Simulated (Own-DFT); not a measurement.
# Misfit strain and the stress it brings: wurtzite AlN, 72 atoms (Al36N36)

Calculated, not measured: single-point runs of Own-DFT, a retired in-house plane-wave DFT program that no person has reviewed, on unrelaxed cells, without spin or spin-orbit coupling.

Method: PBE; PseudoDojo norm-conserving scalar-relativistic files; cutoff 42 hartree; 4 x 4 x 3 k mesh centred on Gamma; Gaussian smearing of 0.01 eV.

Caveats: k mesh not checked against a denser one; stress not checked against mesh or cutoff.

Unstrained cell vectors in Å: (9.336, 0.000, 0.000); (-4.668, 8.085, 0.000); (0.000, 0.000, 9.964). The unstrained cell has measured lattice constants (interpolated for alloys), not those of this functional. That, the random moves and any unrelaxed bonds set the pressure at no strain. Each run strains x and y alike by e, as a substrate would, and holds the height along z. Each coordinate of each atom was shifted by a normal deviate of width 0.05 Å. Stress is positive in tension.

```
e (%),u (Å),(s_xx + s_yy)/2 (GPa),s_zz (GPa)
-2.75,0.047,-23.32,-10.04
-2.25,0.054,-21.09,-9.05
-2.00,0.052,-19.01,-9.09
-1.00,0.049,-12.77,-5.54
-0.75,0.046,-9.72,-6.21
-0.50,0.050,-8.30,-6.42
0.75,0.053,-1.24,-6.72
2.25,0.051,5.96,-2.85
2.75,0.048,?,?
3.00,0.055,9.40,-2.12
```

## Working it out

With e as a fraction, the in-plane stress is -5.7 + 590 e - 2847 e² GPa (errors 12 and 710, scatter 0.65), and s_zz is -6.0 + 128 e GPa (slope ± 18, scatter 1.01). At e = 0 the first slope is C11 + C12 and the second 2 C13, both with the ions held to the strained lattice and at the cell's own pressure. The term in e² is negative: the layer stiffens under compression and softens under tension. A free layer would change its height as e changes, and the in-plane slope would drop by 2 C13²/C33 to the biaxial modulus. At fixed height, a misfit of 1 % moves the in-plane stress by about 5.9 GPa and s_zz by 1.3 GPa.

## Withheld run

Question: what are the two stresses at e = 2.75 %?

The fit gives 8.3 and -2.5 GPa. Computed: 8.53 and -3.60 GPa.
